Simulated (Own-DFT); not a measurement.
# Stretching a layer in its plane: wurtzite AlGaN with randomly placed atoms, 72 atoms (Al27Ga9N36)

Calculated, not measured: single-point runs of Own-DFT, a retired in-house plane-wave DFT program that no person has reviewed, on unrelaxed cells, without spin or spin-orbit coupling.

All runs used: PBE; PseudoDojo norm-conserving scalar-relativistic files (stringent for Ga); cutoff 96 hartree; 4 x 4 x 3 k mesh centred on Gamma; Gaussian smearing of 0.01 eV.

Keep in mind: forces on such cells passed a denser k mesh, each cell not checked; stress not checked against mesh or cutoff.

Unstrained cell vectors in Å: (9.394, 0.000, 0.000); (-4.697, 8.135, 0.000); (0.000, 0.000, 10.066). The unstrained cell has measured lattice constants (interpolated for alloys), not those of this functional. That, the random moves and any unrelaxed bonds set the pressure at no strain. Each run strains x and y alike by e, as a substrate would, and holds the height along z. Each atom got a random Gaussian move of width 0.05 Å along each axis. The random placing of the alloy's atoms differs from row to row. Stress is positive in tension.

```
e (%)  u (Å)  (s_xx + s_yy)/2 (GPa)  s_zz (GPa)
-2.50  0.047                 -21.67      -12.47
-2.25  0.049                 -19.93      -10.83
-1.00  0.046                 -10.88       -9.04
-0.75  0.047                 -10.27       -7.72
-0.50  0.048                      ?           ?
 0.50  0.049                  -3.85       -4.37
 0.75  0.048                  -2.10       -4.84
 2.25  0.050                   4.96       -2.85
 2.50  0.050                   6.22       -4.06
 3.00  0.050                   8.46       -2.93
```

## Analysis

With e as a fraction, the in-plane stress is -6.0 + 553 e - 2614 e² GPa (errors 8 and 533, scatter 0.46), and s_zz is -6.0 + 181 e - 2749 e² GPa (slope ± 13, scatter 0.71). At e = 0 the first slope is C11 + C12 and the second 2 C13, both with the ions held to the strained lattice and at the cell's own pressure. The term in e² is negative: the layer stiffens under compression and softens under tension. A free layer would change its height as e changes, and the in-plane slope would drop by 2 C13²/C33 to the biaxial modulus. At fixed height, a misfit of 1 % moves the in-plane stress by about 5.5 GPa and s_zz by 1.8 GPa.

## Prediction

Question: what are the two stresses at e = -0.50 %?

From the fit: -8.8 and -7.0 GPa. Computed: -8.74 and -7.26 GPa.
